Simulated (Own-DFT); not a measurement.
# Which defects push the lattice out? zincblende GaAs

The numbers are computed, not measured, by runs of the plane-wave DFT program Own-DFT (in-house, retired, unreviewed) at fixed positions, with no spin and no spin-orbit coupling.

Settings: PBE; PseudoDojo norm-conserving scalar-relativistic files; cutoff 42 hartree; 3 x 3 x 3 k mesh centred on Gamma; Fermi-Dirac smearing of 0.1 eV.

Limits (not all hold for every row): not probed for a lower state with spin; forces not confirmed at this smearing and k mesh; stress not checked against mesh or cutoff.

All runs share one cell, with vectors in Å (11.737, 0.000, 0.000); (0.000, 11.737, 0.000); (0.000, 0.000, 10.919) and a volume of 1504.3 Å³, strained against the parent crystal. Atoms were moved at random from their sites; u is the rms move along one axis. The defect's site can differ from row to row.

| cell | formula | u (Å) | P (GPa) |
|---|---|---|---|
| no defect | As32Ga32 | 0.0259 | 0.70 |
| no defect | As32Ga32 | 0.0281 | 0.73 |
| no defect | As32Ga32 | 0.0527 | 1.13 |
| one In on a Ga site | As32Ga31In | 0.0280 | 1.27 |
| one In on a Ga site | As32Ga31In | 0.0308 | 1.39 |
| one In on a Ga site | As32Ga31In | 0.0477 | 1.54 |
| one As vacancy and one Ga vacancy | As31Ga31 | 0.0290 | 0.46 |
| one As vacancy and one Ga vacancy | As31Ga31 | 0.0500 | 0.70 |
| one As vacancy and one Ga vacancy | As31Ga31 | 0.0515 | 0.73 |
| one Al on a Ga site | AlAs32Ga31 | 0.0282 | 0.72 |
| one Al on a Ga site | AlAs32Ga31 | 0.0299 | ? |
| one Al on a Ga site | AlAs32Ga31 | 0.0506 | 1.11 |
| one Al on a Ga site | AlAs32Ga31 | 0.0519 | 1.06 |
| one P on an As site | As31Ga32P | 0.0317 | 0.52 |
| one P on an As site | As31Ga32P | 0.0440 | 0.69 |
| one P on an As site | As31Ga32P | 0.0469 | 0.72 |

## Fit

P = P0 + c u² + a shift for each defect gives P0 = 0.60 GPa, c = 179 ± 12 GPa/Å² and a scatter of 0.04 GPa. The shifts, and each times the cell's volume:

- one In on a Ga site: 0.55 ± 0.03 GPa, 5.2 eV
- one Al on a Ga site: 0.00 ± 0.03 GPa, 0.0 eV (not resolved)
- one P on an As site: -0.27 ± 0.03 GPa, -2.5 eV
- one As vacancy and one Ga vacancy: -0.33 ± 0.03 GPa, -3.1 eV

Against the defect-free cell, a freed cell would be larger where the shift is positive and smaller where it is negative (160.2 GPa Å³ is 1 eV). The atoms around the defects weren't relaxed, which would change these numbers.

## The run left out

Q: what pressure belongs in the blank (one Al on a Ga site, u = 0.0299 Å)?

The fitted form gives 0.76 ± 0.05 GPa. DFT gave 0.73 GPa.
